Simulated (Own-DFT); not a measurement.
# One trend across several semiconductors

Source: density functional calculations with Own-DFT, an unreviewed in-house program that is no longer used. Nothing was measured or relaxed, and spin and spin-orbit coupling are left out.

Known weak points (not all hold for every row): forces on such cells moved up to 12 meV/angstrom on a denser k mesh; forces not confirmed at this smearing and k mesh; k mesh not checked against a denser one; forces on such cells passed a denser k mesh, each cell not checked; stress not checked against mesh or cutoff.

All runs are PBE with PseudoDojo norm-conserving files; cutoff and k mesh are each material's own. Every cell starts from measured lattice constants and was given uniform random strains and small random moves of its atoms. Each triple is the change of volume in per cent, the rms move u in Å and the pressure in GPa.

- 4H SiC (C36Si36), 10.36 Å³/atom unstrained: (-3.00, 0.051, 13.19); (-1.65, 0.047, 9.74); (-1.55, 0.052, 9.63); (0.05, 0.049, 4.92); (1.66, 0.054, 2.47); (2.34, 0.054, 0.53); (2.79, 0.049, -0.87)
- wurtzite AlN (Al64N64), 10.45 Å³/atom unstrained: withheld
- wurtzite GaN (Ga48N48), 11.42 Å³/atom unstrained: (-2.45, 0.052, 12.90); (-1.02, 0.050, 9.60); (-0.41, 0.051, 8.40); (-0.30, 0.049, 7.99); (0.88, 0.050, 5.96); (1.76, 0.051, 4.43); (2.91, 0.053, 2.17)
- diamond silicon (Si64), 20.02 Å³/atom unstrained: (-1.73, 0.050, 4.64); (0.34, 0.048, 2.24); (0.38, 0.052, 2.26); (0.45, 0.048, 2.08); (0.68, 0.050, 1.98); (1.66, 0.051, 1.07); (1.80, 0.049, 0.97)
- zincblende GaAs (As32Ga32), 22.58 Å³/atom unstrained: (-3.13, 0.052, 7.12); (-1.57, 0.046, 5.31); (-0.71, 0.057, 4.82); (-0.36, 0.051, 4.42); (0.87, 0.048, 3.56); (1.00, 0.055, 3.38); (1.26, 0.049, 3.09)
- zincblende InP (In32P32), 25.27 Å³/atom unstrained: (-1.78, 0.051, 5.41); (-0.77, 0.051, 4.31); (-0.58, 0.053, 4.22); (-0.25, 0.050, 3.79); (0.18, 0.054, 3.49); (3.09, 0.054, 1.59); (3.22, 0.049, 1.56)
- grey tin (Sn64), 34.15 Å³/atom unstrained: (-3.74, 0.048, 5.85); (-3.70, 0.055, 5.83); (-1.78, 0.048, 4.62); (-1.71, 0.048, 4.49); (-1.24, 0.054, 4.46); (-0.18, 0.049, 3.75); (1.08, 0.050, 3.17)

## Working it out

Fit a line to each set against the fractional change of volume; B is minus its slope, and u is nearly the same within a set. To take it to zero pressure, assume that B rises by 4 GPa for each GPa: B0 = B - 4 x (mean pressure). The bond length of an ideal tetrahedral crystal with the unstrained volume v is d = (√3/4)(8 v)^(1/3). Cohen's empirical rule reads B0 = (1971 - 220 L) d^(-3.5) GPa, with L = 0 for group IV crystals and SiC and 1 for III-V compounds.

```
                  material  L  d (Å)  B (GPa)  mean P (GPa)  B0 (GPa)  rule (GPa)
          4H SiC (C36Si36)  0  1.888  236 ± 9           5.7   214 ± 9         213
    wurtzite AlN (Al64N64)  1  1.893        ?             ?         ?         188
    wurtzite GaN (Ga48N48)  1  1.950  196 ± 6           7.4   166 ± 6         169
    diamond silicon (Si64)  0  2.352  104 ± 4           2.2    95 ± 4          99
zincblende GaAs (As32Ga32)  1  2.448   87 ± 4           4.5    69 ± 4          76
  zincblende InP (In32P32)  1  2.541   73 ± 4           3.5    59 ± 4          67
           grey tin (Sn64)  0  2.810   56 ± 2           4.6    38 ± 2          53
```

A line through ln[B0/(1971 - 220 L)] against ln d has a slope of -4.2 ± 0.2 and a scatter of 7 %. Against the rule, B0 stands at 100 % for 4H SiC, 98 % for wurtzite GaN, 96 % for diamond silicon, 91 % for zincblende GaAs, 88 % for zincblende InP, 72 % for grey tin. PBE tends to make silicon and heavier crystals too soft, and the rule itself is only a guide.

## Test on the hidden row

Question: what B0 does the fitted trend give for wurtzite AlN (Al64N64)?

The straight line predicts 194 GPa. Its own runs give B = 225 ± 5 GPa at a mean pressure of 5.8 GPa, so B0 = 202 GPa.
